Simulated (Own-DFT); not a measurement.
# How strain changes the stress of wurtzite AlGaN with randomly placed atoms, 72 atoms (Al24Ga12N36)

All numbers below are calculated, not measured. The program, named Own-DFT, is a retired in-house plane-wave density functional code that no person has reviewed. Each row is one single-point run on a periodic cell that was not relaxed, without spin or spin-orbit coupling.

Settings of every run: PBE; PseudoDojo norm-conserving scalar-relativistic files; cutoff 42 hartree; 4 x 4 x 3 k mesh centred on Gamma; Fermi-Dirac smearing of 0.05 eV.

Known limits: forces on such cells passed a denser k mesh, each cell not checked; stress not checked against mesh or cutoff.

Unstrained cell vectors in Å: (9.413, 0.000, 0.000); (-4.706, 8.152, 0.000); (0.000, 0.000, 10.099). The unstrained cell has measured lattice constants (interpolated for alloys), not those of this functional. That, the random moves and any unrelaxed bonds set the pressure at no strain. Each run strains this cell uniformly, with the atoms carried along. Every atom was also moved at random, by a Gaussian of width 0.05 Å on each axis. The random placing of the alloy's atoms differs from row to row. Strain is the symmetric tensor, in per cent. Stress is positive in tension, and the pressure is minus a third of its trace.

```
run,e_xx (%),e_yy (%),e_zz (%),s_xx (GPa),s_yy (GPa),s_zz (GPa),P (GPa),E (meV/atom)
1,-1.00,-1.00,0.00,-15.24,-11.90,-7.90,11.68,45.2
2,-0.25,-0.25,0.00,-6.59,-7.61,-8.43,7.54,14.8
3,-0.75,-0.75,0.00,-10.66,-10.20,-8.88,9.92,25.8
4,2.75,2.75,0.00,6.65,7.49,-5.15,-3.00,30.7
5,0.25,0.25,0.00,-3.83,-6.60,-7.34,5.93,27.1
6,0.50,0.50,0.00,-5.06,-2.91,-4.85,4.27,0.0
7,-2.25,-2.25,0.00,-21.54,-21.24,-10.77,17.85,69.5
8,-2.00,-2.00,0.00,-17.71,-20.17,-9.24,15.71,39.8
9,1.75,1.75,0.00,?,?,?,?,?
```

E is the free energy for each atom above the lowest run shown.

## Worked fit

The change of volume is close to e_xx + e_yy + e_zz. A straight line through the runs shown gives P = 7.36 - 207 x (fractional change of volume) GPa, with an error of 11 on the slope and a scatter of 0.94 GPa. The strain isn't the same on all axes and the cell isn't cubic, so the slope belongs to this path and is not the bulk modulus.

## Withheld run

Question: what pressure should run 9 give? Its volume changes by 3.53 %.

The line gives 0.1 GPa. The calculation gave 0.13 GPa.
